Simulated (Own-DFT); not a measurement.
# Same atoms, different arrangement: C36Si36, 72 atoms

All numbers below are calculated, not measured. They come from Own-DFT, an in-house plane-wave density functional program, since retired, whose code no person has reviewed. Each row is one single-point run on a periodic cell that was not relaxed, without spin or spin-orbit coupling.

Settings of every run: PBE; PseudoDojo norm-conserving scalar-relativistic files; cutoff 42 hartree; 4 x 4 x 3 k mesh centred on Gamma; Fermi-Dirac smearing of 0.1 eV.

Known limits, some of them of some rows only: some atoms lie very close together; not probed for a lower state with spin; forces on such cells passed a denser k mesh, each cell not checked; stress not checked against mesh or cutoff.

All cells hold the same atoms in the same cell, with vectors in Å (9.248, 0.000, 0.000); (-4.624, 8.009, 0.000); (0.000, 0.000, 10.068). Every atom was moved at random from its ideal site; u is the rms move along one axis. The defect's site can differ from row to row. E is the free energy of the cell above the lowest run. The arrangements:

- A: 2H SiC
- B: 2H SiC, with one C on a Si site and one Si on a C site, 1.9 Å apart
- C: 4H SiC
- D: 4H SiC, with one C on a Si site and one Si on a C site, 1.9 Å apart

| arrangement | u (Å) | E (eV) | P (GPa) |
|---|---|---|---|
| A | 0.0265 | 0.000 | 3.75 |
| A | 0.0294 | 0.691 | 4.02 |
| A | 0.0298 | 0.437 | 3.83 |
| A | 0.0598 | 6.514 | 5.68 |
| A | 0.0601 | 7.743 | 6.52 |
| A | 0.0602 | 8.841 | 6.56 |
| B | 0.0289 | 11.162 | 7.47 |
| B | 0.0320 | 11.676 | 7.60 |
| B | 0.0322 | 11.651 | 7.55 |
| B | 0.0506 | 15.689 | 8.80 |
| B | 0.0510 | 15.766 | 8.80 |
| B | 0.0540 | 14.777 | 8.58 |
| C | 0.0295 | 0.226 | 3.67 |
| C | 0.0313 | 0.229 | 3.78 |
| C | 0.0313 | 0.421 | 3.90 |
| C | 0.0588 | 7.251 | 6.29 |
| C | 0.0605 | 7.974 | 6.30 |
| C | 0.0645 | 8.388 | 6.43 |
| D | 0.0289 | 11.922 | 7.74 |
| D | 0.0289 | 10.007 | 7.13 |
| D | 0.0297 | 10.737 | 7.38 |
| D | 0.0488 | 16.197 | 9.09 |
| D | 0.0492 | 15.802 | 8.94 |
| D | 0.0530 | 15.721 | 8.88 |

Question: once the cost of the random moves is taken out, how do the arrangements rank?

## Worked answer

Fit E = a + b u², with one b for all and one a for each arrangement, and with residuals divided by u², since the noise grows with the moves. Then b = 2650 eV/Å², the scatter at u = 0.04 Å is 0.72 eV, and against A:

- B: 10.68 ± 0.31 eV (higher)
- C: -0.39 ± 0.32 eV (not told apart from A)
- D: 10.51 ± 0.29 eV (higher)

These are energies of unrelaxed cells. Relaxing the atoms lowers the strained arrangements most, so the gaps would shrink and small ones could change sign.
